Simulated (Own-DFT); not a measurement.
# Point defects and the pressure they add: zincblende InP

Everything here is calculated. The program is Own-DFT (plane waves, in-house, since retired, never reviewed by a person); positions were held fixed, and spin and spin-orbit coupling were off.

Common settings: PBE; PseudoDojo norm-conserving scalar-relativistic files; cutoff 36 hartree; 2 x 3 x 3 k mesh centred on Gamma; Fermi-Dirac smearing of 0.1 eV.

Known weak points (not all hold for every row): not probed for a lower state with spin; forces on such cells failed a check on a denser k mesh; forces not confirmed at this smearing and k mesh; stress not checked against mesh or cutoff.

All runs share one cell, with vectors in Å (17.606, 0.000, 0.000); (0.000, 11.737, 0.000); (0.000, 0.000, 11.737) and a volume of 2425.5 Å³. u is the rms random offset of the atoms per axis. The defect's site can differ from row to row.

| cell | formula | u (Å) | P (GPa) |
|---|---|---|---|
| no defect | In48P48 | 0.0195 | 3.19 |
| no defect | In48P48 | 0.0416 | 3.43 |
| no defect | In48P48 | 0.0484 | 3.57 |
| two P on an In site each | In46P50 | 0.0298 | 2.99 |
| two P on an In site each | In46P50 | 0.0317 | 3.02 |
| two P on an In site each | In46P50 | 0.0458 | 3.24 |
| two P vacancies | In48P46 | 0.0472 | 3.26 |
| two P vacancies | In48P46 | 0.0521 | 3.38 |
| two P vacancies | In48P46 | 0.0567 | 3.45 |
| one In on a P site and one P on an In site | In48P48 | 0.0282 | 3.48 |
| one In on a P site and one P on an In site | In48P48 | 0.0289 | 3.50 |
| one In on a P site and one P on an In site | In48P48 | 0.0491 | 3.88 |
| one In on a P site | In49P47 | 0.0280 | 3.86 |
| one In on a P site | In49P47 | 0.0280 | 3.86 |
| one In on a P site | In49P47 | 0.0465 | ? |
| one In on a P site | In49P47 | 0.0512 | 4.12 |

## Fit

P = P0 + c u² + a shift for each defect gives P0 = 3.12 GPa, c = 191 ± 13 GPa/Å² and a scatter of 0.04 GPa. The shifts, and each times the cell's volume:

- one In on a P site: 0.56 ± 0.03 GPa, 8.5 eV
- one In on a P site and one P on an In site: 0.25 ± 0.03 GPa, 3.7 eV
- two P vacancies: -0.27 ± 0.03 GPa, -4.1 eV (-2.0 eV for each of its 2 sites)
- two P on an In site each: -0.29 ± 0.03 GPa, -4.3 eV (-2.2 eV for each of its 2 sites)

Positive is outwards. The product with the volume (160.2 GPa Å³ to the eV) is nearly free of the cell's size; divided by the bulk modulus at the cell's pressure it gives the volume that the defect adds. The atoms around the defects weren't relaxed, which would change these numbers.

## Check

The question: what pressure belongs in the blank (one In on a P site, u = 0.0465 Å)?

From the fit: 4.09 ± 0.04 GPa. The calculation gave 4.14 GPa.
